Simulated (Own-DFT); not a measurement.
Simulation results for SiC (4H silicon carbide, atoms displaced)

All values are calculated (Own-DFT development build). A calculation, not a measurement: plane-wave PBE density functional theory by an unreviewed code, no spin, of a simulated periodic cell, stress positive in tension, free energy of the whole cell less one offset for each atom, forces on such cells passed a denser k mesh, this cell's mesh not checked; offsets are fitted by least squares, one for each functional and potential file, so energies compare only between cells with the same atoms and settings and are not formation energies; the far tail of each file's local potential was reset to the Coulomb form; each entry is a single point on an unrelaxed cell, so the pressure reflects the starting lattice, mostly measured values (interpolated for alloys), from which strain is counted, and rises with the displacements; printed positions are rounded, which can move forces by about a meV/angstrom; the program, named Own-DFT, is a retired in-house code; no spin-orbit coupling.

Settings shared by all entries: functional PBE; potential files PseudoDojo norm-conserving, scalar-relativistic, standard set; wave cutoff 42 hartree; occupations Fermi-Dirac; smearing width 0.1 eV; hardware one NVIDIA H100; k mesh 4 x 4 x 3 centred on Gamma.

(1) SiC (4H silicon carbide, atoms displaced)

```xyz
72
Lattice="9.2481 0.0000 0.0000 -4.6241 8.0091 0.0000 0.0000 0.0000 10.0681" Properties=species:S:1:pos:R:3 SiC
Si     4.5952     7.9576     4.0566
Si    -0.0115     1.8230     1.5549
C     -0.0128     0.0236     0.9769
C     -0.0089     1.7932     3.5125
Si    -1.5380     2.7398     4.0701
Si    -1.5312     4.4245     1.5756
C      7.6771     2.7175     0.9337
C     -1.5007     4.4843     3.4782
Si    -3.0629     5.3585     4.1309
Si    -3.0847     7.1247     1.6216
C     -3.0135     5.3640     0.8769
C     -3.0709     7.1459     3.4404
Si     3.0845     0.0352     4.1039
Si     3.0877     1.7780     1.5544
C     -1.5736     7.9524     0.9465
C      3.0658     1.8042     3.4792
Si     1.5083     2.6691     4.0741
Si     1.5606     4.4291     1.5269
C      1.5563     2.6255     0.9649
C      1.5649     4.4182     3.4455
Si     0.0172     5.3043     4.0626
Si    -0.0129     7.1345     1.6133
C     -0.0053     5.3424     0.9537
C      0.0200     7.0680     3.4364
Si     6.1520     0.0661     4.0989
Si     6.1577     1.7720     1.5910
C      6.1416     0.0080     0.9910
C      6.1790     1.7349     3.4429
Si     4.5841     2.6562     4.0394
Si     4.6091     4.5007     1.5431
C      4.6254     2.6769     0.9268
C      4.6065     4.4177     3.4481
Si     3.1168     5.3470     4.0985
Si     3.0498     7.1014     1.5684
C      3.1559     5.3264     0.9262
C      3.1392     7.0743     3.4600
Si     4.6302     7.9833     9.1966
Si     4.6557     6.2463     6.5618
C      4.5952     7.9861     5.9879
C      4.6368     6.2465     8.4871
Si     6.1295     5.3317     9.1167
Si     6.1545     3.5138     6.5785
C      6.1343     5.3387     6.0004
C      6.1327     3.5711     8.5185
Si    -1.5404     2.6974     9.0890
Si     7.7290     0.9297     6.6292
C     -1.5433     2.6950     5.9786
C      7.6949     0.8990     8.4973
Si     1.5547     8.0007     9.1116
Si     1.6045     6.2320     6.6137
C      1.4909     7.9726     5.9846
C      1.5183     6.2463     8.5227
Si     3.0453     5.3952     9.1735
Si     3.0233     3.5621     6.5882
C      3.0595     5.3195     5.9500
C      3.1268     3.5935     8.4872
Si     4.6185     2.7466     9.1163
Si     4.6145     0.8990     6.6444
C      4.6245     2.6874     6.0018
C      4.5993     0.8940     8.4703
Si    -1.4988     7.9888     9.1155
Si    -1.5551     6.2641     6.6515
C      3.1123     0.0206     5.9856
C     -1.5257     6.2569     8.4904
Si     0.0229     5.3954     9.1498
Si     0.0433     3.5727     6.6119
C     -0.0113     5.3353     5.9694
C      0.0610     3.5325     8.4570
Si     1.5730     2.6245     9.1373
Si     1.5588     0.8839     6.6465
C      1.5343     2.7120     6.0192
C      1.5297     0.8721     8.5457
```

The calculation gives: free energy of cell above offsets -10.640 eV; pressure 3.76 GPa; stress xx -3.05 GPa; stress yy -3.57 GPa; stress zz -4.65 GPa; stress yz 0.37 GPa; stress xz -0.2 GPa; stress xy -0.01 GPa; wall time 403.4 s.

Force:
```csv
element,x (eV/Å),y (eV/Å),z (eV/Å)
Si,0.927,1.49,0.896
Si,-0.344,-0.579,0.859
C,-0.229,-0.392,0.28
C,-0.479,-0.454,-1.071
Si,-0.126,-1.425,0.649
Si,-0.171,1.265,-0.121
C,0.477,-1.237,-0.11
C,-1.334,-0.327,-0.608
Si,-0.382,-0.229,-0.861
Si,-0.132,-0.322,-1.589
C,-1.363,-0.206,1.863
C,-0.034,-0.508,1.471
Si,0.442,-0.765,-0.315
Si,0.264,-0.71,0.336
C,0.904,1.329,0.041
C,-0.195,-0.713,-0.611
Si,0.616,0.142,0.824
Si,-0.051,0.154,0.818
C,-0.208,0.911,-0.733
C,-0.006,0.619,-0.214
Si,0.865,0.795,0.902
Si,-0.211,-0.535,-0.876
C,0.678,-0.07,-0.08
C,-0.289,1.367,1.318
Si,0.402,-2.735,0.239
Si,0.035,0.486,-0.823
C,0.266,-0.326,-1.186
C,-0.252,2.14,0.398
Si,1.021,0.133,1.253
Si,2.17,-1.349,0.531
C,-0.124,0.191,0.4
C,1.019,0.902,0.029
Si,-0.878,-0.837,-0.436
Si,0.697,0.473,0.458
C,-2.303,0.899,0.27
C,-1.809,0.625,-0.228
Si,-0.158,0.597,-1.243
Si,-1.424,-0.581,1.234
C,0.805,0.909,-0.634
C,-0.796,-0.1,0.18
Si,0.985,0.62,-0.598
Si,-0.015,1.208,0.956
C,1.14,-0.127,-0.292
C,1.124,0.032,-0.976
Si,0.156,-0.014,0.304
Si,-0.853,-0.893,-0.721
C,0.39,-0.205,-0.211
C,0.507,-0.071,0.651
Si,-0.735,1.029,0.491
Si,-1.775,-0.289,-0.356
C,1.222,1.335,0.081
C,0.906,0.094,-0.316
Si,1.201,-0.92,-1.804
Si,1.79,0.359,0.668
C,1.031,0.443,0.545
C,-1.552,0.25,0.36
Si,0.004,-1.732,0.08
Si,0.347,0.122,-0.991
C,-0.77,-0.647,-1.148
C,0.807,0.523,1.424
Si,-1.047,0.494,0.555
Si,0.629,-0.787,-1.212
C,-0.93,-0.097,-0.029
C,-0.34,-0.924,0.511
Si,-0.912,-1.576,-0.568
Si,-1.226,0.493,-0.221
C,0.395,0.397,0.233
C,-0.751,0.851,1.514
Si,0.113,0.871,-0.338
Si,-0.599,0.194,-0.396
C,-0.093,-1.691,-1.317
C,0.565,-0.368,-0.39
```

(2) SiC (4H silicon carbide, atoms displaced)

```xyz
72
Lattice="9.2481 0.0000 0.0000 -4.6241 8.0091 0.0000 0.0000 0.0000 10.0681" Properties=species:S:1:pos:R:3 SiC
Si    -4.6009     8.0037     4.1153
Si     0.0363     1.7715     1.6102
C     -4.6136     8.0059     0.9773
C     -0.0152     1.7655     3.4307
Si    -1.5404     2.6825     4.1252
Si    -1.5510     4.4329     1.6051
C      7.6905     2.6202     0.9815
C     -1.5056     4.4140     3.4899
Si     6.1495     5.3125     4.0397
Si    -3.0597     7.0958     1.5769
C     -3.0540     5.2966     0.9202
C     -3.1392     7.1145     3.4491
Si     3.0977     0.0027     4.0769
Si     3.0990     1.7945     1.5233
C     -1.5117     7.9640     0.9182
C      3.0717     1.7981     3.4361
Si     1.5292     2.6487     4.0945
Si     1.5723     4.4470     1.5677
C      1.5150     2.6826     0.9749
C      1.5081     4.4621     3.4596
Si    -0.0351     5.3507     4.0418
Si    -0.0445     7.1164     1.6042
C     -0.0364     5.3783     0.9469
C     -0.0490     7.0841     3.4682
Si     6.1158     0.0211     4.0837
Si     6.2023     1.7820     1.5922
C      6.2388     0.0045     0.9766
C      6.1325     1.7813     3.4894
Si     4.6393     2.6598     4.1187
Si     4.6202     4.4731     1.5226
C      4.5394     2.6377     0.9159
C      4.6285     4.4199     3.4858
Si     3.1362     5.3143     4.0884
Si     3.0709     7.1429     1.5764
C      3.0547     5.3241     0.9670
C      3.0588     7.1340     3.5162
Si     9.1623     0.0150     9.1346
Si     4.6815     6.2485     6.6629
C      0.0117     0.0126     5.9854
C      4.6345     6.2286     8.5100
Si    -3.0596     5.3569     9.1151
Si     6.1631     3.5978     6.6229
C      6.1194     5.3112     5.9449
C      6.2003     3.5217     8.4529
Si     7.6739     2.6651     9.1446
Si     7.7132     0.9377     6.5684
C      7.6751     2.6492     5.9871
C      7.6792     0.8385     8.5280
Si     1.6106     8.0030     9.0979
Si     1.5420     6.2692     6.5495
C      6.1829     0.0308     6.0458
C      1.5273     6.2581     8.4461
Si     3.0651     5.3105     9.1255
Si     3.0955     3.5868     6.6363
C      3.0753     5.3252     5.9857
C      3.1208     3.5597     8.4216
Si     4.6264     2.6786     9.0966
Si     4.5807     0.8783     6.5768
C      4.5585     2.6506     6.0239
C      4.6052     0.8880     8.5057
Si    -1.5211     7.9613     9.0914
Si    -1.5392     6.2234     6.6273
C     -1.5280     7.9609     5.9720
C     -1.5452     6.1456     8.4985
Si     0.0109     5.3707     9.1473
Si     0.0308     3.5695     6.6371
C     -0.0098     5.3014     5.9312
C     -0.0108     3.5049     8.5148
Si     1.5159     2.6670     9.1360
Si     1.5346     0.9165     6.5543
C      1.6101     2.6872     5.9361
C      1.5333     0.8785     8.5053
```

It finds free energy of cell above offsets -10.509 eV; pressure 3.77 GPa; stress xx -3.69 GPa; stress yy -3.24 GPa; stress zz -4.39 GPa; stress yz 0.9 GPa; stress xz 0.39 GPa; stress xy 0.18 GPa; wall time 356.4 s.

Force:
```csv
element,x (eV/Å),y (eV/Å),z (eV/Å)
Si,-1.322,0.139,-0.554
Si,-0.876,-0.251,-0.886
C,0.11,-0.228,-0.616
C,0.151,0.141,1.831
Si,0.017,-1.01,-0.526
Si,0.572,-0.493,-0.588
C,0.893,1.258,-0.554
C,-1.402,0.572,-0.625
Si,0.326,0.402,0.834
Si,-0.426,0.282,-0.528
C,-0.561,0.548,0.43
C,1.54,-0.423,0.272
Si,-1.136,0.033,-0.049
Si,-1.433,-1.209,0.927
C,-0.896,0.914,0.177
C,0.432,-0.557,0.246
Si,0.08,0.876,-0.899
Si,-1.531,0.19,0.736
C,0.67,-0.16,-0.918
C,0.855,-0.279,0.004
Si,1.086,-0.8,1.08
Si,1.626,0.291,-0.747
C,0.753,-1.032,0.257
C,0.536,1.051,-0.028
Si,0.749,-0.773,0.762
Si,-1.658,-0.426,-0.061
C,-2.088,0.062,-0.753
C,0.705,0.249,-0.225
Si,-1.101,0.07,0.087
Si,-0.159,-1.175,0.907
C,2.748,1.361,-0.274
C,0.292,0.049,-1.274
Si,-1.65,0.634,0.393
Si,0.916,-0.698,1.154
C,0.791,0.818,-0.909
C,0.321,-0.317,-0.601
Si,2.396,-0.5,0.414
Si,-1.566,-0.368,-1.267
C,-0.068,0.065,0.005
C,-0.226,-0.016,0.759
Si,-0.705,-1.15,0.066
Si,-0.585,-1.37,-0.855
C,1.128,0.845,0.322
C,-0.824,1.033,1.388
Si,0.689,-0.733,0.117
Si,0.018,-1.322,1.294
C,0.837,1.393,0.001
C,0.831,2.131,-1.452
Si,-2.71,-0.25,1.005
Si,-0.062,-1.136,0.399
C,-0.802,0.12,-1.875
C,0.319,-0.903,0.824
Si,0.09,0.496,-0.554
Si,-0.332,-0.077,-1.628
C,0.733,0.91,-0.028
C,-1.144,0.038,2.646
Si,-0.057,-0.674,-0.074
Si,0.802,0.163,1.309
C,1.517,0.437,-0.917
C,0.671,-0.372,-0.305
Si,-0.557,0.521,0.277
Si,-0.083,-1.082,-0.967
C,-0.706,0.597,-0.297
C,0.47,1.467,-0.351
Si,0.132,-0.972,-0.472
Si,-0.228,-0.579,-0.858
C,0.042,1.012,0.659
C,0.021,1.225,0.203
Si,0.946,-0.514,-0.217
Si,0.653,-0.224,1.249
C,-1.359,-0.189,0.965
C,-0.209,-0.135,-0.268
```

(3) SiC (4H silicon carbide, atoms displaced)

```xyz
72
Lattice="9.2481 0.0000 0.0000 -4.6241 8.0091 0.0000 0.0000 0.0000 10.0681" Properties=species:S:1:pos:R:3 SiC
Si     4.5508     7.9861     4.1019
Si    -0.0261     1.8282     1.5423
C      0.0187     0.0035     0.9606
C      0.0128     1.7524     3.5030
Si    -1.4936     2.6489     4.1497
Si    -1.5293     4.4128     1.5782
C      7.6651     2.6801     0.9495
C     -1.5198     4.4483     3.4556
Si     6.1471     5.3236     4.0781
Si    -3.1220     7.1380     1.5721
C     -3.0560     5.3411     0.9393
C     -3.0622     7.1122     3.4829
Si     3.1099     0.0276     4.0764
Si     3.0255     1.7963     1.5775
C      3.0877     0.0094     0.9708
C      3.0937     1.8018     3.4702
Si     1.5526     2.6810     4.0403
Si     1.5777     4.4207     1.5655
C      1.5872     2.7150     0.9851
C      1.5386     4.4720     3.4377
Si    -0.0007     5.3038     4.0650
Si     0.0400     7.1729     1.5978
C     -0.0466     5.3141     0.9400
C     -0.0095     7.0981     3.4612
Si     6.1908     0.0388     4.0483
Si     6.1500     1.8011     1.6438
C      6.1731     0.0107     0.9926
C      6.1193     1.8034     3.4499
Si     4.5748     2.6250     4.0686
Si     4.6109     4.4350     1.5826
C      4.6516     2.6183     0.8715
C      4.6201     4.4529     3.5375
Si     3.0763     5.3424     4.0747
Si     3.1007     7.1608     1.5410
C      3.1535     5.3013     0.9832
C      3.0713     7.0952     3.4830
Si     0.0268     0.0353     9.1161
Si     4.6401     6.2120     6.6099
C      4.6221     7.9772     6.0088
C      4.6145     6.2747     8.5136
Si    -3.0559     5.4013     9.1392
Si     6.1741     3.5803     6.6515
C      6.1496     5.3445     5.9413
C      6.1317     3.5760     8.5065
Si    -1.5254     2.6498     9.1501
Si     7.7241     0.8949     6.6120
C     -1.5332     2.6825     5.9789
C      7.7247     0.8690     8.5204
Si     6.2131     0.0123     9.0842
Si     1.5275     6.2797     6.6150
C      1.5998     7.9923     5.9558
C      1.5802     6.2121     8.4803
Si     3.0963     5.2932     9.0916
Si     3.0014     3.6111     6.5789
C      3.1302     5.3159     5.9767
C      3.0828     3.5778     8.4703
Si     4.5961     2.6378     9.1940
Si     4.6990     0.9238     6.5790
C      4.6081     2.6537     5.9759
C      4.6195     0.8887     8.4714
Si    -1.5755     8.0076     9.1323
Si    -1.5714     6.1963     6.6110
C      3.1000     0.0390     5.9397
C     -1.5299     6.2175     8.4792
Si    -0.0281     5.3446     9.1490
Si     0.0581     3.5524     6.6790
C     -0.0372     5.3051     6.0006
C      0.0313     3.5905     8.4473
Si     1.5374     2.6593     9.1353
Si     1.5321     0.8770     6.5858
C      1.5406     2.6811     5.9791
C      1.4877     0.9009     8.4774
```

The calculation gives: free energy of cell above offsets -10.339 eV; pressure 3.8 GPa; stress xx -3.2 GPa; stress yy -3.21 GPa; stress zz -4.98 GPa; stress yz 0.11 GPa; stress xz -0.2 GPa; stress xy 0.01 GPa; wall time 360.6 s.

Force:
```csv
element,x (eV/Å),y (eV/Å),z (eV/Å)
Si,2.075,-0.177,0.279
Si,0.46,-0.793,1.163
C,-0.464,1.178,-0.829
C,-0.317,0.295,-1.026
Si,-0.936,0.855,-1.1
Si,-0.619,1.162,0.208
C,0.686,-0.511,0.011
C,-0.618,-0.859,0.277
Si,0.903,0.385,0.017
Si,1.471,-0.855,0.838
C,-0.556,0.013,0.519
C,-0.889,0.379,-0.273
Si,-0.688,-0.878,0.174
Si,2.052,-0.798,0.001
C,-0.511,0.184,-0.486
C,-0.941,-0.514,-0.924
Si,-0.372,0.047,1.297
Si,-0.581,2.111,0.015
C,-1.697,-1.162,-1.326
C,0.237,-0.659,0.283
Si,-0.184,0.779,0.899
Si,-1.118,-1.489,-0.38
C,1.59,0.6,0.238
C,0.714,0.611,0.388
Si,-0.839,-1.072,0.567
Si,0.057,-0.53,-1.88
C,0.525,0.375,-1.232
C,1.197,-0.028,1.135
Si,1.16,1.685,1.527
Si,1.622,-0.416,0.285
C,-1.014,0.757,3.56
C,-0.292,-0.79,-1.757
Si,0.065,-0.272,0.694
Si,-0.139,-1.329,0.839
C,-1.753,1.192,-1.257
C,-0.146,0.623,-1.019
Si,-0.917,-1.029,0.43
Si,-0.151,0.066,0.275
C,-0.123,0.545,-0.638
C,0.526,-0.685,-0.139
Si,-0.926,-1.285,-0.216
Si,-0.712,-0.421,-1.069
C,0.333,-0.306,0.877
C,0.699,-0.139,0.831
Si,-0.751,0.878,-1.104
Si,0.187,0.047,0.07
C,0.272,-0.236,1.199
C,0.199,0.985,-0.361
Si,-1.386,-0.577,1.061
Si,0.28,-1.703,-0.577
C,-0.561,0.967,-0.164
C,-0.804,0.456,0.895
Si,0.31,1.106,0.927
Si,2.082,-1.599,0.472
C,-1.456,1.312,-0.378
C,-0.245,-1.22,0.618
Si,0.542,0.572,-3.563
Si,-1.38,-0.626,0.266
C,0.181,0.973,-0.232
C,0.21,-0.316,0.588
Si,0.821,0.14,-0.376
Si,0.463,1.037,-0.914
C,0.216,-0.771,0.93
C,-0.288,0.711,0.431
Si,1.002,0.18,-0.629
Si,-1.175,0.144,-2.684
C,0.98,0.616,-0.515
C,-0.585,-0.835,3.08
Si,0.416,0.85,-0.491
Si,0.577,0.318,-0.314
C,-0.386,-0.455,-0.689
C,1.41,0.196,0.377
```

(4) SiC (4H silicon carbide, atoms displaced)

```xyz
72
Lattice="9.2481 0.0000 0.0000 -4.6241 8.0091 0.0000 0.0000 0.0000 10.0681" Properties=species:S:1:pos:R:3 SiC
Si    -0.0088     0.0617     4.0627
Si     0.0132     1.7831     1.5686
C      4.5659     7.9961     0.9449
C     -0.0281     1.7462     3.4591
Si    -1.5360     2.6767     4.0760
Si    -1.5480     4.4636     1.5346
C     -1.5562     2.7285     0.9667
C     -1.5107     4.4870     3.5708
Si     6.1342     5.3402     4.0251
Si    -3.0486     7.1049     1.5733
C     -3.0884     5.3724     0.9572
C     -3.0475     7.0819     3.4447
Si    -1.5324     7.9923     4.0892
Si     3.0763     1.7481     1.5894
C      3.0564     0.0843     0.9401
C      3.1275     1.7978     3.4570
Si     1.5418     2.6782     4.0891
Si     1.5109     4.4662     1.6275
C      1.5172     2.6225     0.9116
C      1.5616     4.4459     3.4358
Si     0.0078     5.4139     4.1099
Si    -0.0166     7.1171     1.5374
C      0.0066     5.3262     0.9342
C      0.0152     7.1455     3.4883
Si     6.1762     0.0403     4.1038
Si     6.1429     1.7714     1.5738
C      6.0957     0.0264     0.9824
C      6.2665     1.8097     3.4562
Si     4.6263     2.6377     4.1142
Si     4.5945     4.4683     1.5841
C      4.5938     2.7222     0.8892
C      4.6404     4.4259     3.4273
Si     3.0884     5.3389     4.0405
Si     3.0865     7.1117     1.5833
C      3.0868     5.3254     0.9349
C      3.0853     7.0739     3.4904
Si     0.0072     0.0539     9.1284
Si     4.6133     6.1748     6.6242
C      4.6046     7.9558     5.9875
C      4.6541     6.2141     8.5111
Si    -3.1188     5.4095     9.1645
Si     6.1706     3.5950     6.6079
C      6.1442     5.3011     5.9415
C      6.1465     3.5820     8.5153
Si    -1.5396     2.7224     9.1319
Si     7.7189     0.8477     6.5480
C      7.6823     2.6947     6.0335
C      7.6645     0.8763     8.5110
Si     6.1884     0.0220     9.1082
Si     1.5618     6.2000     6.5762
C      6.2023     0.0354     5.9848
C      1.5725     6.2704     8.5198
Si     3.0315     5.3399     9.1137
Si     3.0682     3.5544     6.5786
C      3.0755     5.3527     5.9695
C      3.0658     3.5578     8.4937
Si     4.6638     2.6789     9.1531
Si     4.6572     0.8656     6.6005
C      4.6380     2.6735     5.9445
C      4.5829     0.9042     8.5238
Si    -1.5109     7.9518     9.0904
Si    -1.5196     6.2290     6.6335
C      3.0870     0.0615     5.9604
C     -1.4789     6.2766     8.5667
Si    -0.0222     5.3013     9.1176
Si    -0.0167     3.5752     6.6178
C      0.0546     5.3068     5.9718
C      0.0027     3.5858     8.4837
Si     1.5243     2.6983     9.1108
Si     1.5535     0.8693     6.5512
C      1.5221     2.6814     5.9350
C      1.4706     0.8795     8.5197
```

Results for SiC (4H silicon carbide, atoms displaced): free energy of cell above offsets -10.281 eV; pressure 3.92 GPa; stress xx -3.39 GPa; stress yy -4.31 GPa; stress zz -4.07 GPa; stress yz -0.06 GPa; stress xz -0.11 GPa; stress xy -0.78 GPa; wall time 362.7 s.

Force:
```csv
element,x (eV/Å),y (eV/Å),z (eV/Å)
Si,0.295,-2.751,0.704
Si,-0.928,-0.281,-0.28
C,1.278,0.376,0.19
C,0.94,1.693,-0.169
Si,0.813,1.062,1.28
Si,0.065,0.421,1.74
C,0.187,-1.337,-0.51
C,-0.287,-0.317,-2.179
Si,0.771,-0.423,1.282
Si,-0.928,1.191,-0.178
C,0.013,-0.489,-0.003
C,-0.716,1.369,0.316
Si,-0.125,0.457,-0.312
Si,0.101,2.096,-0.666
C,0.506,-2.727,-0.496
C,-1.058,-0.755,0.26
Si,-0.011,-0.221,-0.644
Si,0.79,-0.905,-1.925
C,0.414,1.233,0.97
C,-0.763,0.283,1.327
Si,0.355,-1.336,-0.284
Si,-0.48,0.319,0.76
C,-0.382,0.391,0.052
C,0.091,0.285,-0.6
Si,0.487,-0.529,-0.467
Si,0.068,1.142,-0.221
C,1.459,-0.605,-0.915
C,-2.38,-0.66,-0.012
Si,1.077,0.748,-0.928
Si,0.456,-0.342,-0.811
C,0.386,-0.898,2.028
C,-0.556,-0.097,0.71
Si,0.386,-0.589,0.975
Si,-1.011,-0.041,-0.043
C,-0.897,0.437,0.254
C,-0.005,1.465,-0.595
Si,-1.498,-1.506,0.094
Si,0.443,0.52,-0.171
C,0.85,0.504,-0.891
C,-1.397,0.927,-0.138
Si,1.006,-1.298,-0.462
Si,-0.52,-0.871,0.301
C,0.519,1.35,0.393
C,0.66,0.739,-0.158
Si,-0.483,-1.019,-0.198
Si,0.321,1.489,1.877
C,0.73,-0.868,-1.16
C,1.284,1.175,-0.553
Si,-1.282,-0.095,0.89
Si,0.067,1.014,0.997
C,-1.029,-1.366,-0.549
C,-1.236,-0.751,-0.792
Si,1.449,-0.178,0.246
Si,0.267,-0.026,0.38
C,0.272,-0.878,-0.575
C,0.289,0.01,-0.278
Si,-1.36,0.099,-1.277
Si,-0.392,1.236,0.572
C,-0.155,-0.178,1.07
C,1.149,-0.159,-0.801
Si,-1.204,3.24,1.276
Si,-0.401,0.041,-0.679
C,0.559,-1.693,0.239
C,-1.356,-2.258,-1.549
Si,1.534,1.238,0.362
Si,0.236,-0.785,-0.555
C,-0.937,1.181,0.458
C,-0.253,-0.414,0.128
Si,0.5,-0.968,0.01
Si,-1.203,0.616,1.385
C,-0.047,-0.369,0.765
C,2.21,0.633,-1.269
```
